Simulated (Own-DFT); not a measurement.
# Energy and forces against displacement in rutile TiO2, 72 atoms (O48Ti24)

These are calculations, not measurements. They come from Own-DFT, an in-house plane-wave density functional program, since retired, whose code no person has reviewed. Each row is one single-point run on a periodic cell that was not relaxed, without spin or spin-orbit coupling.

Settings of every run: PBE; PseudoDojo norm-conserving scalar-relativistic files; cutoff 72 hartree; 3 x 3 x 3 k mesh centred on Gamma; Fermi-Dirac smearing of 0.1 eV.

Known limits, some of them of some rows only: some atoms lie very close together; oxygen file: force components 24 meV/angstrom off all-electron in a glass; forces on such cells passed a denser k mesh, each cell not checked; stress not checked against mesh or cutoff.

Cell vectors in Å: (9.187, 0.000, 0.000); (0.000, 9.187, 0.000); (0.000, 0.000, 8.876). In each run every atom was moved at random and independently from its ideal site; u is the rms move along one axis. E is the free energy for each atom above the fitted value at u = 0, and F the rms of the force components.

```
run   u (Å)  E (meV/atom)  F (eV/Å)  largest force (eV/Å)  P (GPa)
  1  0.0190           8.6     0.355                  1.70     4.96
  2  0.0203           8.3     0.329                  1.19     4.67
  3  0.0474          49.2     0.929                  3.28     6.99
  4  0.0502          57.5     1.083                  4.91     7.13
  5  0.0513          49.9     0.920                  4.37     6.39
  6  0.0699          92.3     1.305                  7.04     8.27
  7  0.0818             ?         ?                     ?        ?
  8  0.0846         178.9     2.020                 10.57    11.89
  9  0.1237         342.8     3.191                 14.14    18.23
 10  0.1404         532.9     4.022                 18.17    23.90
```

## Worked fit

For small independent moves the energy grows as E = (3/2) K u², with K the mean stiffness felt by one atom. The runs with u up to 0.11 Å give K = 14.4 ± 0.9 eV/Å², with residuals divided by u² + 0.0006 Å², since the noise grows with the moves. The scatter is 6.5 meV/atom at u = 0.05 Å. The forces follow F = G u with G = 19.6 eV/Å²; no force at u = 0 is resolved. G exceeds K because the moves of its neighbours add to the force on an atom, and stiffness differs between atoms. At u = 0.140 Å the parabola gives 426 meV/atom and the run 533. The pressure follows P = 4.37 + 975 u² GPa: at fixed volume, shortened bonds push harder than stretched ones pull.

## Withheld run

Question: what energy and rms force should run 7 give?

The fit gives 144 ± 18 meV/atom and about 1.60 eV/Å. The calculation gave 146.3 meV/atom and 1.733 eV/Å.
